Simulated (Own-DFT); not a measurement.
# Computed records: Hf$_{36}$O$_{71}$ (tetragonal hafnia with one neutral oxygen vacancy, atoms displaced)

A calculation, not a measurement: plane-wave PBE and HSE06 DFT by an unreviewed code, no spin, of a simulated cell at Gamma alone, so results move with cell size and shape, stress positive in tension, energies less offsets, not probed for a lower state with spin; hafnium file: forces about 75 meV/angstrom off all-electron values; oxygen file: force components 24 meV/angstrom off all-electron in a glass; k mesh not checked against a denser one; forces and stress are PBE's, HSE06 gives the energy alone, and its difference from PBE has offsets of its own; offsets are fitted by least squares, one for each functional and potential file, so energies compare only between cells with the same atoms and settings and are not formation energies; the far tail of each file's local potential was reset to the Coulomb form; each entry is a single point on an unrelaxed cell, so the pressure reflects the starting lattice, taken from the Materials Project, from which strain is counted, and rises with the displacements; printed positions are rounded, which can move forces by about a meV/angstrom; the program is a retired in-house code; no spin-orbit coupling. Program: Own-DFT development build.

Settings shared by all entries: first functional PBE; second functional HSE06; exact exchange share 0.25; screening 0.11 1/bohr; exchange divergence Gygi-Baldereschi; potential files PseudoDojo norm-conserving, scalar-relativistic, made for PBE, standard set; wave cutoff 48 hartree; occupations fixed; k mesh 1 x 1 x 1 centred on Gamma.

(1) Hf$_{36}$O$_{71}$ (tetragonal hafnia with one neutral oxygen vacancy, atoms displaced)

```
cell vectors (Å)
  10.7800     0.0000     0.0000
   0.0000    10.7800     0.0000
   0.0000     0.0000    10.4493
atoms (fractions of the cell vectors)
Hf  0.00186  0.00260  0.98843
Hf  0.16775  0.15981  0.25521
O   0.99712  0.17019  0.15132
O   0.18205  0.01510  0.35039
O   0.99456  0.16798  0.40210
O   0.15926  0.99329  0.10717
Hf  0.00704  0.98113  0.51421
Hf  0.16227  0.16429  0.74707
O   0.00175  0.15628  0.65532
O   0.16969  0.99884  0.85346
O   0.99495  0.16678  0.91408
O   0.16696  0.99311  0.60381
Hf  0.99767  0.34016  0.00131
Hf  0.17465  0.50875  0.22844
O   0.99910  0.50080  0.15577
O   0.16328  0.34783  0.34576
O   0.00361  0.50328  0.39330
O   0.17031  0.34069  0.09047
Hf  0.99858  0.32724  0.50442
Hf  0.17442  0.50652  0.74707
O   0.99695  0.50600  0.66352
O   0.16690  0.34818  0.83632
O   0.98496  0.50470  0.90697
O   0.16372  0.33703  0.59137
Hf  0.99376  0.66807  0.99657
Hf  0.15742  0.83310  0.25341
O   0.00494  0.82540  0.16053
O   0.16702  0.68005  0.35687
O   0.99173  0.84062  0.40854
O   0.17032  0.66526  0.10703
Hf  0.01175  0.67230  0.48987
Hf  0.16376  0.83791  0.73725
O   0.98231  0.83959  0.63925
O   0.17585  0.68121  0.84619
O   0.99737  0.84183  0.89354
O   0.17127  0.67090  0.58382
Hf  0.32318  0.01504  0.01687
Hf  0.49656  0.16878  0.24553
O   0.34005  0.16234  0.15187
O   0.49114  0.99416  0.34802
O   0.33719  0.16556  0.41380
O   0.48511  0.99158  0.10548
Hf  0.33877  0.98836  0.49828
Hf  0.49907  0.17684  0.74015
O   0.33287  0.17472  0.65036
O   0.50171  0.01014  0.84219
O   0.33792  0.16179  0.91067
O   0.49986  0.00072  0.60349
Hf  0.33482  0.33854  0.99078
Hf  0.48886  0.50184  0.24894
O   0.34162  0.48571  0.14026
O   0.49230  0.32606  0.34825
O   0.33266  0.50126  0.39336
O   0.50060  0.33750  0.09471
Hf  0.33465  0.32873  0.51040
Hf  0.49556  0.49915  0.74987
O   0.33917  0.50581  0.64720
O   0.48637  0.33286  0.85971
O   0.32615  0.48812  0.90799
O   0.50079  0.33436  0.59927
Hf  0.33353  0.66667  0.00316
Hf  0.50546  0.82668  0.24506
O   0.33384  0.83280  0.15190
O   0.51204  0.67423  0.33361
O   0.33212  0.83569  0.40835
O   0.49400  0.67253  0.10095
Hf  0.33785  0.67603  0.50168
Hf  0.49962  0.82923  0.74322
O   0.33937  0.82575  0.64973
O   0.50199  0.66997  0.84630
O   0.33877  0.83586  0.90271
O   0.49583  0.67128  0.60529
Hf  0.65841  0.99387  0.99228
Hf  0.84306  0.16550  0.25616
O   0.66390  0.15652  0.14675
O   0.83481  0.00878  0.34659
O   0.65485  0.17288  0.40719
O   0.83231  0.00800  0.10027
Hf  0.67988  0.99863  0.50939
Hf  0.83526  0.14781  0.74718
O   0.66979  0.15747  0.64202
O   0.82965  0.99751  0.83915
O   0.65992  0.17137  0.89856
O   0.83754  0.00363  0.59056
Hf  0.67655  0.32716  0.98866
Hf  0.82481  0.49673  0.24973
O   0.66288  0.50195  0.14591
O   0.83438  0.31314  0.34515
O   0.66290  0.49199  0.40747
O   0.84089  0.33229  0.09982
Hf  0.66806  0.34164  0.49436
Hf  0.84209  0.50625  0.75443
O   0.67210  0.48241  0.65809
O   0.82649  0.34527  0.84827
O   0.83104  0.33182  0.59882
Hf  0.66403  0.66596  0.99462
Hf  0.84123  0.82975  0.24994
O   0.67377  0.82235  0.15333
O   0.83610  0.67440  0.33838
O   0.65783  0.83735  0.40547
O   0.83960  0.66615  0.09208
Hf  0.66118  0.66812  0.49288
Hf  0.83134  0.82430  0.74945
O   0.66885  0.83295  0.64482
O   0.83071  0.66658  0.84613
O   0.66455  0.83777  0.91263
O   0.83815  0.66991  0.59247
```

* PBE energy of cell above offsets: -89.008 eV
* HSE06 less PBE above offsets: 0.466 eV
* PBE pressure: 5.33 GPa
* PBE stress xx: -3.75 GPa
* PBE stress yy: -6.8 GPa
* PBE stress zz: -5.45 GPa
* PBE stress yz: 1.36 GPa
* PBE stress xz: -1.1 GPa
* PBE stress xy: -0.21 GPa

Force:
```csv
element,x (eV/Å),y (eV/Å),z (eV/Å)
Hf,-1.024,0.226,3.376
Hf,-0.856,4.666,-0.985
O,2.38,-0.098,0.185
O,-1.049,-4.531,1.631
O,1.503,-1,1.022
O,-0.781,0.714,-0.218
Hf,-1.581,5.503,-2.037
Hf,1.9,1.097,1.129
O,0.236,0.343,0.1
O,-0.819,0.447,-1.052
O,0.258,1.123,-2.432
O,1.209,-0.256,0.564
Hf,0.561,-0.509,1.14
Hf,-1.234,-2.561,3.241
O,-0.369,0.247,-0.881
O,0.37,-1.99,-0.825
O,-1.236,0.441,1.819
O,-1.083,0.112,-0.165
Hf,-0.434,1.091,-2.354
Hf,-0.658,0.352,-0.302
O,2.879,0.249,-1.241
O,-0.791,-2.751,0.195
O,1.102,0.681,-0.087
O,-0.03,-0.129,1.306
Hf,1.195,0.151,0.726
Hf,3.914,1.444,-0.626
O,-1.257,-0.295,-1.521
O,-0.318,-1.063,-1.14
O,0.91,-1.52,-2.649
O,-0.493,0.001,-1.228
Hf,-2.159,-3.386,-0.222
Hf,1.255,-0.027,2.441
O,2.925,-0.962,1.728
O,-0.798,-1.827,-0.537
O,-0.272,-1.909,-0.337
O,-0.592,0.444,2.532
Hf,1.61,-3.03,-1.158
Hf,2.868,-1.139,1.314
O,-3.112,0.239,0.231
O,-0.293,0.263,-0.081
O,-0.517,0.236,-0.304
O,2.7,-0.099,-1.356
Hf,2.216,3.59,-0.219
Hf,1.175,-1.913,1.253
O,-1.471,-0.048,1.037
O,0.853,-1.248,-0.064
O,-1.29,1.575,-1.661
O,-0.179,-0.513,-0.645
Hf,1.202,-3.984,3.122
Hf,1.163,-2.498,-0.064
O,-1.146,1.683,0.299
O,-0.024,2.478,-0.12
O,0.927,1.658,0.405
O,0.708,-0.434,0.176
Hf,-0.259,-0.004,-3.273
Hf,2.627,-0.774,0.778
O,-1.482,-0.123,0.284
O,1.3,0.695,-2.654
O,-0.111,6.131,-3.159
O,0.246,0.157,0.774
Hf,0.19,2.379,-1.013
Hf,-0.344,4.707,-1.325
O,-1.806,-0.943,1.101
O,-0.228,-3.404,3.237
O,-0.179,-1.897,-1.215
O,0.793,-0.761,-1.097
Hf,-0.354,-1.994,-1.363
Hf,-0.183,2.822,1.905
O,-1.954,0.455,-0.124
O,0.459,-1.465,0.516
O,0.119,-0.136,0.099
O,2.015,-0.589,-1.262
Hf,-1.03,4.198,3.123
Hf,-1.665,-2.556,-3.185
O,-0.114,0.703,0.323
O,-0.499,-3.218,1.164
O,0.262,-1.322,-0.122
O,0.924,-1.613,-2.091
Hf,-3.816,2.144,-2.941
Hf,-1.958,4.285,-1.216
O,0.248,0.067,1.939
O,-0.062,-1.665,1.135
O,0.927,-1.267,-1.123
O,1.298,0.231,2.039
Hf,-1.034,1.274,2.137
Hf,1.545,-0.907,-0.485
O,0.644,0.664,0.674
O,-0.811,6.51,1.906
O,0.554,4.091,-2.465
O,-1.606,0.74,-0.157
Hf,0.24,-4.916,2.242
Hf,-2.425,-2.02,-1.191
O,-1.504,1.655,0.692
O,0.081,-1.968,0.404
O,1.424,-0.215,-0.476
Hf,-0.587,-1.052,1.398
Hf,-2.195,3.297,-1.014
O,-0.099,0.249,-0.049
O,-0.742,-2.427,1.115
O,0.807,-0.982,-0.023
O,-1.179,-0.006,-0.092
Hf,1.189,1.015,0.851
Hf,-0.979,0.312,-0.619
O,0.328,-0.243,1.142
O,-0.472,1.267,1.069
O,0.418,-2.763,-2.458
O,-1.116,-0.157,-0.316
```

(2) Hf$_{36}$O$_{71}$ (tetragonal hafnia with one neutral oxygen vacancy, atoms displaced)

```
cell vectors (Å)
  10.7800     0.0000     0.0000
   0.0000    10.7800     0.0000
   0.0000     0.0000    10.4493
atoms (fractions of the cell vectors)
Hf  0.99918  0.00812  0.99822
Hf  0.16992  0.16921  0.25493
O   0.99633  0.16624  0.14802
O   0.15890  0.99935  0.34292
O   0.00125  0.16591  0.40768
O   0.17611  0.99357  0.09686
Hf  0.00147  0.99314  0.49645
Hf  0.17365  0.16384  0.74720
O   0.99577  0.17159  0.65219
O   0.16903  0.99917  0.83891
O   0.00288  0.16307  0.90310
O   0.16539  0.00471  0.59582
Hf  0.00898  0.33135  0.99869
Hf  0.16878  0.50080  0.25016
O   0.00505  0.49245  0.16211
O   0.16794  0.32073  0.33708
O   0.99643  0.50346  0.40094
O   0.16677  0.33743  0.11193
Hf  0.00448  0.33028  0.49397
Hf  0.16334  0.50031  0.75479
O   0.99429  0.50401  0.64851
O   0.16425  0.33079  0.85417
O   0.99899  0.50293  0.90084
O   0.16530  0.32987  0.59768
Hf  0.99957  0.66388  0.00431
Hf  0.16044  0.82678  0.25393
O   0.99693  0.84267  0.14236
O   0.15730  0.66406  0.34393
O   0.99620  0.83593  0.39371
O   0.16499  0.66865  0.10472
Hf  0.00442  0.65588  0.49671
Hf  0.16449  0.83690  0.74858
O   0.00508  0.83286  0.65144
O   0.16776  0.66193  0.84439
O   0.99678  0.83272  0.90580
O   0.16656  0.66726  0.59365
Hf  0.34077  0.99802  0.99898
Hf  0.50128  0.17113  0.25376
O   0.33076  0.17497  0.15179
O   0.49864  0.00387  0.33953
O   0.33514  0.16231  0.39033
O   0.49537  0.99532  0.09634
Hf  0.32729  0.00420  0.49273
Hf  0.48889  0.16774  0.75123
O   0.33939  0.16250  0.65489
O   0.50099  0.99743  0.85240
O   0.32840  0.16719  0.89823
O   0.50290  0.99838  0.61281
Hf  0.32900  0.32630  0.00857
Hf  0.51011  0.49314  0.25480
O   0.33399  0.49532  0.15402
O   0.49151  0.33180  0.34614
O   0.33697  0.49847  0.39486
O   0.49884  0.32807  0.09134
Hf  0.33480  0.33937  0.49177
Hf  0.50100  0.49591  0.74631
O   0.32756  0.50719  0.64876
O   0.50219  0.33573  0.84538
O   0.33129  0.49629  0.90819
O   0.50360  0.33285  0.59522
Hf  0.33093  0.66457  0.00024
Hf  0.49338  0.82914  0.24789
O   0.33723  0.83417  0.14462
O   0.49736  0.67230  0.35106
O   0.33437  0.82671  0.39383
O   0.50059  0.65716  0.09510
Hf  0.33455  0.65959  0.49627
Hf  0.49769  0.83573  0.75136
O   0.33266  0.83800  0.65011
O   0.50141  0.66573  0.84502
O   0.32852  0.82925  0.90383
O   0.50692  0.67047  0.60147
Hf  0.67502  0.99314  0.00486
Hf  0.83144  0.15928  0.25348
O   0.66468  0.16917  0.15213
O   0.83411  0.00347  0.35272
O   0.67608  0.16841  0.40001
O   0.83033  0.99638  0.09271
Hf  0.66604  0.99777  0.49834
Hf  0.83210  0.16563  0.75113
O   0.67381  0.16408  0.65793
O   0.82546  0.00132  0.84697
O   0.66585  0.17679  0.89594
O   0.83669  0.00671  0.59661
Hf  0.66281  0.33670  0.99739
Hf  0.84019  0.50337  0.24983
O   0.67078  0.49446  0.14962
O   0.83608  0.33896  0.34517
O   0.66432  0.49714  0.39359
O   0.82713  0.33392  0.09772
Hf  0.67139  0.32878  0.49127
Hf  0.83060  0.49913  0.75527
O   0.82533  0.33037  0.85015
O   0.66293  0.49445  0.90871
O   0.83593  0.33761  0.59233
Hf  0.65958  0.66340  0.99299
Hf  0.82752  0.83387  0.24702
O   0.66048  0.83471  0.15378
O   0.83604  0.66936  0.34011
O   0.66416  0.83194  0.40767
O   0.82773  0.66950  0.09112
Hf  0.67474  0.66698  0.50465
Hf  0.83210  0.82779  0.74661
O   0.67032  0.82767  0.65587
O   0.83292  0.66484  0.84503
O   0.67168  0.83729  0.89062
O   0.83357  0.65045  0.59894
```

* PBE energy of cell above offsets: -96.611 eV
* HSE06 less PBE above offsets: 0.094 eV
* PBE pressure: 2.14 GPa
* PBE stress xx: -0.32 GPa
* PBE stress yy: -3.5 GPa
* PBE stress zz: -2.6 GPa
* PBE stress yz: -0.37 GPa
* PBE stress xz: -0.7 GPa
* PBE stress xy: 0.05 GPa

Force:
```csv
element,x (eV/Å),y (eV/Å),z (eV/Å)
Hf,1.151,-2.254,0.914
Hf,-0.858,-3.448,-3.07
O,0.551,-0.324,0.539
O,0.737,-0.42,1.049
O,-0.109,-0.352,-0.889
O,-1.177,0.629,-0.659
Hf,-0.82,0.98,0.726
Hf,-2.028,0.462,0.013
O,1.469,0.115,0.409
O,-0.285,0.32,0.523
O,0.163,1.381,-0.491
O,0.566,0.173,-0.463
Hf,-1.932,-0.264,0.735
Hf,0.922,-0.87,-1.013
O,-0.524,0.743,-1.526
O,0.053,4.607,3.508
O,0.648,-1.767,-0.478
O,-0.482,-0.388,-1.756
Hf,-1.651,-0.217,1.602
Hf,-0.267,-0.369,-0.562
O,1.595,-0.229,0.679
O,-0.243,0.21,-0.243
O,0.171,-0.84,0.567
O,1.39,0.194,-0.658
Hf,-0.418,1.674,-0.777
Hf,0.235,1.859,-2.129
O,-0.142,-0.87,1.734
O,0.404,-0.284,1.223
O,0.295,-1.254,0.372
O,-0.046,-0.345,-0.352
Hf,-0.432,1.772,1.329
Hf,0.862,-1.097,0.347
O,-1.233,0.081,-0.592
O,-0.131,0.99,0.493
O,0.341,-0.186,-0.543
O,0.223,-0.118,-0.434
Hf,-0.896,-0.687,-0.039
Hf,-0.171,-1.311,-2.525
O,0.722,-0.225,-0.113
O,0.321,-0.736,1.376
O,-0.367,0.888,1.591
O,1.437,0.572,0.348
Hf,1.075,-1.914,0.839
Hf,4.573,-0.66,1.621
O,-2.216,0.173,-2.27
O,-0.72,0.596,-0.07
O,0.362,-0.068,-0.021
O,-0.193,0.131,-2.376
Hf,0.354,1.068,-0.412
Hf,-0.197,2.239,-1.869
O,0.145,0.277,0.465
O,0.34,-0.054,0.927
O,-0.697,0.031,0.455
O,-0.337,0.331,1.217
Hf,0.008,-0.999,1.39
Hf,0.317,0.597,0.167
O,0.826,-0.706,-0.208
O,-0.829,-0.069,-0.51
O,-0.263,0.027,-0.384
O,-0.827,0.52,-0.615
Hf,0.325,-0.189,-0.008
Hf,-0.312,0.797,-0.107
O,-0.811,-0.96,0.797
O,0.117,-1.999,-0.348
O,-0.832,1.183,0.778
O,-0.196,0.362,0.293
Hf,1.129,1.545,1.329
Hf,0.197,0.075,-0.355
O,-0.377,-0.212,-0.104
O,0.058,-0.328,0.364
O,0.286,0.141,-0.575
O,-0.871,-0.885,-0.909
Hf,-2.821,1.635,-2.425
Hf,0.041,2.552,-1.385
O,0.281,-0.815,0.739
O,-0.306,-1.515,-0.622
O,-0.89,-0.871,-0.225
O,1.278,0.342,1.729
Hf,0.266,0.556,1.766
Hf,-0.38,0.245,0.109
O,-2.041,0.261,-1.565
O,0.723,-0.591,0.218
O,-0.285,-2.069,1.343
O,-0.421,-1.166,-0.553
Hf,1.411,-2.381,0.576
Hf,-1.492,-1.459,-0.971
O,-0.635,0.587,0.72
O,0.081,-1.145,0.125
O,-0.218,0.435,1.189
O,1.818,0.152,-0.466
Hf,1.248,1.027,2.109
Hf,-0.206,-1.049,-0.984
O,1.242,1.121,-0.577
O,0.099,2.345,-1.916
O,-0.692,0.426,-0.283
Hf,0.296,0.456,-0.114
Hf,1.093,0.174,-0.352
O,0.585,0.066,-0.401
O,-0.311,0.134,0.792
O,0.587,0.397,-0.444
O,0.729,-0.185,0.446
Hf,-1.566,-0.315,-0.147
Hf,0.528,1.224,1.173
O,-0.099,0.102,-1.19
O,-0.218,-0.122,0.167
O,-0.314,-1.199,1.596
O,0.116,0.798,-0.449
```
